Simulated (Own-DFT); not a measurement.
# Computed records: Si$_{4}$SnGe$_{11}$ (diamond-structure random alloy, strained, atoms displaced)

A calculation, not a measurement: plane-wave density functional theory by an unreviewed code, no spin, of a simulated periodic cell, stress positive in tension, run twice, with PBE and with PBEsol, both on files made for PBE, so the change isn't that of files made for PBEsol, forces on such cells moved up to 12 meV/angstrom on a denser k mesh; the far tail of each file's local potential was reset to the Coulomb form; each entry is a single point on an unrelaxed cell, so the pressure reflects the starting lattice, mostly measured values (interpolated for alloys), from which strain is counted, and rises with the displacements; printed positions are rounded, which can move forces by about a meV/angstrom; the program, named Own-DFT, is a retired in-house code; no spin-orbit coupling; stress was not checked against mesh or cutoff. Program: Own-DFT development build.

Common to all runs: functional PBE, then PBEsol; potential files PseudoDojo norm-conserving, scalar-relativistic, standard set; wave cutoff 49 hartree; occupations Fermi-Dirac; smearing width 0.1 eV; k mesh 3 x 3 x 3 centred on Gamma.

(1) Si$_{4}$SnGe$_{11}$ (diamond-structure random alloy, strained, atoms displaced)

```
cell vectors (Å)
  10.9954     0.0000     0.0000
   0.0000    10.9954     0.0000
   0.0000     0.0000    11.3064
atoms (fractions of the cell vectors)
Ge  0.99255  0.00430  0.98886
Si  0.99452  0.25295  0.24821
Si  0.24218  0.00205  0.24939
Ge  0.24098  0.24523  0.99854
Si  0.12410  0.12603  0.13063
Ge  0.12509  0.37334  0.36978
Ge  0.37537  0.12322  0.38401
Sn  0.38656  0.37698  0.12317
Si  0.00802  0.00150  0.50195
Ge  0.00197  0.25150  0.74834
Ge  0.24283  0.00140  0.75224
Ge  0.24983  0.25107  0.49787
Ge  0.12990  0.12756  0.62353
Si  0.12713  0.37359  0.87248
Ge  0.37537  0.12082  0.87303
Ge  0.37277  0.37449  0.62609
Ge  0.00796  0.50190  0.00157
Sn  0.99673  0.75296  0.24054
Si  0.24397  0.49654  0.25687
Si  0.25225  0.74701  0.99850
Ge  0.13119  0.61809  0.12669
Ge  0.13194  0.87540  0.37267
Ge  0.37048  0.62204  0.37258
Ge  0.37457  0.87007  0.12201
Ge  0.99257  0.49708  0.50131
Sn  0.00007  0.74992  0.74741
Ge  0.24872  0.50181  0.74630
Si  0.25004  0.75632  0.49453
Ge  0.12570  0.62521  0.61913
Ge  0.13016  0.87869  0.88147
Ge  0.37674  0.62755  0.87161
Ge  0.37185  0.87053  0.62945
Ge  0.49784  0.00473  0.99800
Si  0.50351  0.25074  0.25305
Ge  0.74799  0.99582  0.24998
Ge  0.75476  0.25024  0.00164
Ge  0.62121  0.12608  0.12030
Si  0.62490  0.37940  0.37509
Ge  0.87849  0.12649  0.37580
Si  0.86689  0.37259  0.12106
Si  0.50051  0.99660  0.49835
Ge  0.49809  0.24737  0.74625
Ge  0.74303  0.99997  0.74506
Ge  0.74261  0.25894  0.50087
Sn  0.61734  0.12864  0.61804
Ge  0.62454  0.37139  0.87366
Si  0.88182  0.11739  0.87274
Ge  0.87356  0.37600  0.62422
Si  0.50136  0.49846  0.99762
Ge  0.49738  0.74864  0.25624
Ge  0.74427  0.49926  0.24498
Ge  0.75179  0.75573  0.99592
Ge  0.62388  0.62788  0.11894
Ge  0.62172  0.88097  0.37185
Ge  0.86903  0.62223  0.36358
Ge  0.86784  0.87570  0.12305
Ge  0.50562  0.50107  0.49675
Si  0.50074  0.75136  0.74236
Ge  0.75203  0.49965  0.75096
Ge  0.74472  0.74340  0.49563
Si  0.62144  0.61835  0.62876
Ge  0.62241  0.87700  0.87537
Ge  0.87004  0.62549  0.86816
Ge  0.88365  0.87566  0.62692
```

* PBE pressure: 9 GPa
* PBE stress xx: -9.64 GPa
* PBE stress yy: -9.79 GPa
* PBE stress zz: -7.57 GPa
* PBE stress yz: 0.92 GPa
* PBE stress xz: -0.41 GPa
* PBE stress xy: 0.16 GPa
* PBEsol pressure: 6.05 GPa
* PBEsol stress xx: -6.68 GPa
* PBEsol stress yy: -6.84 GPa
* PBEsol stress zz: -4.64 GPa
* PBEsol stress yz: 0.89 GPa
* PBEsol stress xz: -0.41 GPa
* PBEsol stress xy: 0.16 GPa
* rms change of force components from PBE to PBEsol: 0.045 eV/Å

Force:
```tsv
force element	PBE force x (eV/Å)	PBE force y (eV/Å)	PBE force z (eV/Å)	PBEsol force x (eV/Å)	PBEsol force y (eV/Å)	PBEsol force z (eV/Å)
Ge	1.54	-0.739	2.718	1.527	-0.802	2.655
Si	0.17	-0.128	-0.705	0.16	-0.12	-0.605
Si	1.446	0.224	-0.331	1.464	0.162	-0.268
Ge	0.293	-0.234	-0.263	0.353	-0.235	-0.271
Si	-1.218	-0.063	-0.415	-1.196	-0.051	-0.5
Ge	-1.16	-0.276	0.633	-1.127	-0.28	0.701
Ge	0.166	-0.312	-1.695	0.118	-0.258	-1.609
Sn	-2.304	-0.568	0.813	-2.295	-0.592	0.769
Si	-0.429	-0.112	-0.386	-0.422	-0.112	-0.374
Ge	-0.221	-0.244	0.509	-0.212	-0.239	0.419
Ge	1.034	-0.169	-0.317	1.008	-0.156	-0.299
Ge	0.071	0.366	0.119	0.077	0.346	0.127
Ge	-0.759	-0.09	-0.164	-0.698	-0.051	-0.117
Si	-0.296	0.34	0.016	-0.284	0.336	0.011
Ge	-0.705	0.766	-0.123	-0.682	0.736	-0.119
Ge	0.383	0.392	-0.531	0.368	0.373	-0.512
Ge	-1.38	-1.044	-0.752	-1.335	-0.952	-0.716
Sn	1.154	-0.373	0.909	1.114	-0.374	0.884
Si	0.75	0.543	-0.547	0.73	0.537	-0.534
Si	-0.005	-0.124	0.229	-0.003	-0.123	0.224
Ge	1.205	0.134	-0.718	1.088	0.136	-0.714
Ge	-0.487	0.979	0.833	-0.513	0.922	0.774
Ge	-0.372	0.184	0.746	-0.28	0.193	0.723
Ge	-0.499	0.669	0.527	-0.417	0.653	0.521
Ge	0.751	0.575	-1.136	0.727	0.555	-1.09
Sn	1.608	-0.211	1.321	1.548	-0.205	1.277
Ge	-0.085	-0.214	0.529	-0.048	-0.179	0.469
Si	0.485	-1.072	0.61	0.472	-1.05	0.599
Ge	0.97	-0.529	-1.483	0.908	-0.552	-1.397
Ge	0.049	-0.47	0.686	0.005	-0.405	0.618
Ge	0.377	-0.034	0.055	0.333	-0.067	0.013
Ge	-0.014	0.621	-0.948	-0.049	0.645	-0.893
Ge	-0.174	-0.94	0.314	-0.159	-0.909	0.296
Si	0.895	-1.202	1.552	0.842	-1.227	1.479
Ge	0.087	1.358	-0.295	0.076	1.302	-0.296
Ge	-0.061	-1.008	-1.165	-0.146	-0.993	-1.144
Ge	0.53	0.284	1.12	0.544	0.239	1.043
Si	-0.135	-0.502	-0.859	-0.093	-0.444	-0.796
Ge	-0.137	-0.08	0.348	-0.193	-0.084	0.338
Si	1.565	0.786	0.772	1.487	0.816	0.717
Si	-1.729	-1.422	-0.528	-1.705	-1.392	-0.523
Ge	-1.536	1.513	1.989	-1.495	1.472	1.927
Ge	1.863	-0.526	1.125	1.783	-0.545	1.076
Ge	1.739	0.602	-1.747	1.724	0.558	-1.644
Sn	0.665	-0.904	-0.157	0.696	-0.822	-0.092
Ge	-0.021	0.244	0.172	0.016	0.204	0.132
Si	-2.015	1.861	-1.544	-1.977	1.818	-1.52
Ge	-0.126	-0.428	0.46	-0.119	-0.408	0.44
Si	1.405	1.912	-1.921	1.384	1.879	-1.892
Ge	0.168	0.007	-1.009	0.166	0.011	-0.987
Ge	-0.136	-0.692	-0.397	-0.126	-0.587	-0.385
Ge	-0.536	-0.82	-0.173	-0.525	-0.787	-0.16
Ge	-0.36	0.081	0.001	-0.308	0.11	0.047
Ge	-0.072	-0.898	0.83	-0.028	-0.92	0.753
Ge	-0.293	-0.735	1.711	-0.3	-0.713	1.661
Ge	-0.407	1.834	-1.704	-0.406	1.769	-1.658
Ge	-0.822	-0.153	0.464	-0.869	-0.15	0.449
Si	0.43	-0.592	0.838	0.37	-0.526	0.872
Ge	-1.028	-0.391	-0.401	-0.954	-0.414	-0.355
Ge	0.15	0.479	0.743	0.178	0.488	0.672
Si	0.372	0.867	-0.223	0.41	0.796	-0.265
Ge	-0.383	-0.31	-0.667	-0.332	-0.263	-0.614
Ge	0.015	-0.829	2.256	0.013	-0.799	2.183
Ge	-2.435	1.815	-2.643	-2.393	1.732	-2.522
```

(2) Si$_{4}$SnGe$_{11}$ (diamond-structure random alloy, strained, atoms displaced)

```
cell vectors (Å)
  10.9954     0.0000     0.0000
   0.0000    10.9954     0.0000
   0.0000     0.0000    11.3064
atoms (fractions of the cell vectors)
Ge  0.00609  0.00062  0.99947
Si  0.00145  0.25005  0.25160
Ge  0.25679  0.99998  0.24641
Ge  0.24702  0.24689  0.99422
Ge  0.12828  0.12282  0.12064
Ge  0.12371  0.37615  0.37652
Sn  0.36926  0.13352  0.37188
Ge  0.37779  0.37660  0.12212
Ge  0.00187  0.00327  0.49132
Si  0.00098  0.25092  0.75188
Ge  0.25141  0.00019  0.74901
Ge  0.25049  0.25104  0.49496
Si  0.11528  0.13311  0.62709
Ge  0.12687  0.37758  0.87657
Ge  0.37875  0.12137  0.87408
Si  0.36819  0.37071  0.61658
Ge  0.00710  0.49762  0.00582
Ge  0.99840  0.74915  0.25124
Si  0.24324  0.49962  0.25582
Si  0.25220  0.75123  0.00687
Ge  0.11920  0.62537  0.13491
Ge  0.11777  0.87779  0.36815
Ge  0.37720  0.63231  0.37630
Ge  0.37775  0.87211  0.11991
Ge  0.00428  0.49823  0.49752
Ge  0.00001  0.74243  0.74341
Si  0.25365  0.50331  0.74943
Ge  0.24788  0.76406  0.49371
Ge  0.12407  0.61950  0.63160
Ge  0.12737  0.87361  0.86746
Ge  0.36490  0.62734  0.87699
Ge  0.37931  0.87179  0.62625
Ge  0.50378  0.00808  0.00005
Si  0.50340  0.25301  0.24950
Ge  0.73985  0.00028  0.24617
Sn  0.74846  0.24132  0.00120
Sn  0.62106  0.12458  0.11773
Si  0.61348  0.37150  0.37948
Sn  0.87152  0.12293  0.37799
Ge  0.87258  0.36548  0.12276
Ge  0.50024  0.00589  0.49727
Ge  0.49524  0.24974  0.75463
Si  0.75080  0.99135  0.75708
Ge  0.75137  0.25484  0.50396
Si  0.62990  0.12789  0.62708
Ge  0.63025  0.37343  0.88198
Ge  0.87976  0.12339  0.88433
Ge  0.87357  0.37692  0.62071
Ge  0.50087  0.50150  0.00491
Ge  0.48553  0.75537  0.25046
Ge  0.74610  0.50804  0.25043
Ge  0.74891  0.74650  0.99929
Si  0.62408  0.62112  0.12810
Ge  0.62986  0.87886  0.37126
Si  0.87815  0.62543  0.37258
Ge  0.88152  0.88355  0.12574
Ge  0.50085  0.50005  0.50621
Ge  0.50245  0.74762  0.76039
Si  0.74958  0.49981  0.75058
Ge  0.74765  0.74960  0.50714
Si  0.62334  0.61693  0.62204
Si  0.61782  0.87876  0.87309
Ge  0.87150  0.62352  0.88201
Ge  0.87465  0.87779  0.61868
```

* PBE pressure: 9.69 GPa
* PBE stress xx: -10.44 GPa
* PBE stress yy: -10.41 GPa
* PBE stress zz: -8.22 GPa
* PBE stress yz: -0.42 GPa
* PBE stress xz: -0.09 GPa
* PBE stress xy: -0.5 GPa
* PBEsol pressure: 6.72 GPa
* PBEsol stress xx: -7.45 GPa
* PBEsol stress yy: -7.42 GPa
* PBEsol stress zz: -5.28 GPa
* PBEsol stress yz: -0.41 GPa
* PBEsol stress xz: -0.08 GPa
* PBEsol stress xy: -0.5 GPa
* rms change of force components from PBE to PBEsol: 0.057 eV/Å

Force:
```tsv
force element	PBE force x (eV/Å)	PBE force y (eV/Å)	PBE force z (eV/Å)	PBEsol force x (eV/Å)	PBEsol force y (eV/Å)	PBEsol force z (eV/Å)
Ge	0.387	-0.645	-0.362	0.364	-0.605	-0.34
Si	0.761	0.392	-1.078	0.748	0.387	-1.061
Ge	-1.692	-1.379	-1.285	-1.654	-1.336	-1.256
Ge	0.944	0.218	0.434	0.913	0.204	0.422
Ge	-0.242	0.663	1.096	-0.202	0.606	1.017
Ge	0.014	-0.478	-0.869	0.013	-0.466	-0.755
Sn	1.803	-0.903	-0.741	1.701	-0.933	-0.676
Ge	-1.105	-0.305	1.037	-1.064	-0.289	0.931
Ge	1.498	-1.074	2.789	1.415	-1.089	2.665
Si	-0.701	0.333	0.084	-0.738	0.381	0.15
Ge	-0.286	0.605	-0.923	-0.241	0.549	-0.852
Ge	-2.805	1.253	2.715	-2.737	1.214	2.552
Si	1.154	-0.721	-0.322	1.185	-0.76	-0.38
Ge	0.168	0.105	-1.196	0.165	0.098	-1.077
Ge	-1.011	0.169	-0.008	-0.98	0.173	-0.004
Si	0.544	0.875	1.702	0.561	0.818	1.621
Ge	-1.165	0.022	-0.126	-1.136	0.021	-0.122
Ge	-1.033	0.329	0.108	-0.95	0.364	0.064
Si	1.316	0.249	-0.389	1.285	0.248	-0.377
Si	-1.415	-0.282	-0.584	-1.382	-0.277	-0.572
Ge	1.592	-0.038	-0.796	1.469	-0.028	-0.772
Ge	1.096	0.263	-0.182	1.068	0.25	-0.173
Ge	-1.269	-1.356	0.468	-1.212	-1.263	0.467
Ge	-0.34	1.006	-0.631	-0.292	1.019	-0.54
Ge	-0.826	0.801	0.176	-0.763	0.735	0.208
Ge	-1.043	0.883	0.994	-0.996	0.854	0.956
Si	-0.02	-1.282	-0.392	-0.053	-1.214	-0.341
Ge	-0.23	-1.305	0.95	-0.204	-1.263	0.913
Ge	1.128	0.295	-1.467	1.03	0.328	-1.448
Ge	-0.025	-0.787	0.914	-0.044	-0.725	0.854
Ge	0.722	-0.288	0.575	0.779	-0.27	0.554
Ge	0.199	0.439	-0.079	0.172	0.434	-0.079
Ge	-2.613	-3.604	-2.511	-2.578	-3.463	-2.414
Si	-0.337	1.828	-0.147	-0.377	1.747	-0.206
Ge	1.673	-1.417	0.087	1.63	-1.388	0.098
Sn	2.597	2.719	-2.467	2.546	2.663	-2.41
Sn	-2.036	-0.57	4.893	-1.951	-0.621	4.727
Si	1.317	0.594	-0.412	1.338	0.631	-0.343
Sn	-0.811	1.099	-1.723	-0.826	1.025	-1.632
Ge	1.674	2.212	2.147	1.601	2.18	2.042
Ge	1.366	-0.754	1.401	1.3	-0.766	1.325
Ge	0.81	0.617	-1.304	0.784	0.578	-1.189
Si	0.029	1.13	-0.703	0.116	1.119	-0.702
Ge	-2.103	0.485	0.334	-1.97	0.479	0.33
Si	-0.203	-0.585	0.733	-0.228	-0.536	0.681
Ge	-1.685	1.854	-2.26	-1.678	1.762	-2.155
Ge	1.123	-1.43	-3.185	1.093	-1.399	-3.014
Ge	0.582	0.401	1.478	0.566	0.378	1.351
Ge	0.172	0.505	-0.808	0.131	0.436	-0.81
Ge	2.77	-0.6	-0.203	2.655	-0.554	-0.169
Ge	0.294	-1.524	0.737	0.315	-1.52	0.691
Ge	-0.886	1.214	0.807	-0.793	1.166	0.77
Si	-0.691	1.511	-0.096	-0.673	1.474	-0.098
Ge	-1.303	-1.182	0.829	-1.274	-1.126	0.794
Si	-0.623	0.056	0.911	-0.607	0.054	0.887
Ge	-1.024	-0.946	-0.139	-0.988	-0.916	-0.132
Ge	-0.935	-0.47	-0.77	-0.941	-0.426	-0.789
Ge	-0.08	-0.555	-1.314	-0.159	-0.547	-1.283
Si	-0.083	0.04	-0.101	-0.037	0	-0.053
Ge	-0.018	-0.786	-1.24	0.003	-0.684	-1.21
Si	0.654	0.853	1.698	0.596	0.879	1.615
Si	1.171	-0.243	0.752	1.086	-0.284	0.787
Ge	0.726	-0.635	-1.112	0.732	-0.58	-1.043
Ge	0.351	0.127	1.077	0.367	0.075	1.002
```
